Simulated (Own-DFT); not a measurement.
# Strain and stress in C40 NbSi2, 36 atoms (Nb12Si24)

All numbers below are calculated, not measured. The program, named Own-DFT, is a retired in-house plane-wave density functional code that no person has reviewed. Each row is one single-point run on a periodic cell that was not relaxed, without spin or spin-orbit coupling.

Settings of every run: PBEsol; PseudoDojo norm-conserving scalar-relativistic files, made for PBE; cutoff 42 hartree; 4 x 4 x 5 k mesh centred on Gamma; cold (Marzari-Vanderbilt) smearing of 0.2 eV.

Known limits: forces on such cells failed a check on a denser k mesh; stress not checked against mesh or cutoff.

Unstrained cell vectors in Å: (0.000, 8.324, 0.000); (-9.613, 0.000, 0.000); (0.000, 0.000, 6.586). The unstrained cell was taken from the Materials Project. The random moves and any unrelaxed bonds add to the pressure at no strain. Each run strains this cell uniformly, with the atoms carried along. Every atom was also moved at random, by a Gaussian of width 0.05 Å on each axis. Strain is the symmetric tensor, in per cent. Stress is positive in tension, and the pressure is minus a third of its trace.

```
run,e_xx (%),e_yy (%),e_zz (%),e_yz (%),e_xz (%),e_xy (%),s_xx (GPa),s_yy (GPa),s_zz (GPa),s_yz (GPa),s_xz (GPa),s_xy (GPa),P (GPa),E (meV/atom)
1,0.42,-0.10,-0.73,-0.58,-1.58,-0.29,2.66,0.50,-4.24,-1.38,-4.99,-0.72,0.36,7.5
2,-0.53,-1.18,-1.80,-1.04,-1.83,-0.39,-3.04,-4.86,-11.13,-3.77,-7.08,-1.24,6.34,14.2
3,-0.58,1.53,-0.80,0.26,1.53,-0.60,-0.35,5.64,-3.20,1.26,5.42,-2.01,-0.70,5.9
4,0.88,-1.78,-0.23,-0.27,0.24,-1.78,3.29,-4.89,-2.19,-1.34,0.23,-4.99,1.26,1.4
5,-1.40,-0.77,-0.16,-1.69,1.94,-0.39,-4.23,-2.51,-3.41,-5.99,6.48,-1.32,3.39,2.4
6,-1.87,-1.78,-1.38,-1.89,-0.57,-1.90,-9.37,-8.44,-10.47,-7.71,-2.32,-6.69,9.42,25.6
7,-0.73,-1.73,1.64,-1.80,-1.12,-1.69,-2.26,-5.14,4.18,-4.79,-3.24,-5.97,1.07,30.6
8,0.09,1.71,-0.13,-1.96,0.39,-2.00,2.70,6.28,-0.19,-6.45,1.72,-5.16,-2.93,25.2
9,-0.59,-1.82,0.10,-0.58,-1.43,1.76,-2.37,-5.92,-1.60,-2.10,-3.57,6.02,3.30,4.7
10,0.60,-0.64,0.77,1.60,-0.95,1.72,2.43,-0.16,3.41,4.94,-2.74,5.34,-1.89,13.8
11,-1.81,0.07,-0.25,-1.35,0.44,1.81,-6.60,0.06,-3.69,-3.99,2.27,6.74,3.41,19.9
12,-1.82,-0.34,-1.14,-1.20,-0.11,1.88,-7.43,-3.00,-8.30,-4.51,-0.64,7.16,6.24,26.5
13,1.25,0.17,0.66,1.94,-0.16,1.15,6.16,3.12,2.88,6.42,-0.62,3.16,-4.05,17.2
14,-0.52,-1.24,-1.37,-0.52,-0.91,1.15,-3.14,-4.19,-8.32,-1.72,-2.75,3.66,5.22,0.0
15,1.76,-1.12,-0.54,-1.27,1.39,-0.47,6.58,-2.91,-2.95,-4.24,4.32,-1.77,-0.24,17.2
16,0.32,1.02,-1.69,0.37,-0.20,-1.16,?,?,?,?,?,?,?,?
```

E is the free energy for each atom above the lowest run shown.

## Worked fit

Each stress component was fitted by least squares to a constant and the strains of the runs shown, as fractions, with shears doubled. Shear strains stay in the fit of a normal stress only where such slopes are resolved. The slopes, in GPa:

| stress | at no strain | per e_xx | per e_yy | per e_zz | scatter |
|---|---|---|---|---|---|
| s_xx | 1.0 | 396 ± 13 | 81 ± 13 | 59 ± 17 | 0.54 |
| s_yy | 0.9 | 71 ± 13 | 359 ± 12 | 69 ± 16 | 0.52 |
| s_zz | -0.9 | 88 ± 13 | 79 ± 12 | 464 ± 16 | 0.52 |

Each shear stress against twice its own strain: yz 154 ± 10, xz 163 ± 6, xy 170 ± 7 GPa. These are stiffnesses along x, y and z of the frame in which the cell vectors are given, which need not be the crystal's axes. The atoms are held to the strained lattice; where symmetry lets them move under strain, relaxing them would lower some slopes. The table should be nearly symmetric about its diagonal, and what it lacks of that shows the noise. A ninth of its sum, 185 ± 5 GPa, estimates the bulk modulus near the mean pressure of these runs, 2.0 GPa, so it lies above the value at zero pressure.

## Withheld run

Question: what normal stresses and pressure should run 16 give?

The fit gives s_xx = 2.1, s_yy = 3.6, s_zz = -7.6 and P = 0.6 GPa. The calculation gave 1.99, 4.40, -6.99 and P = 0.20 GPa.
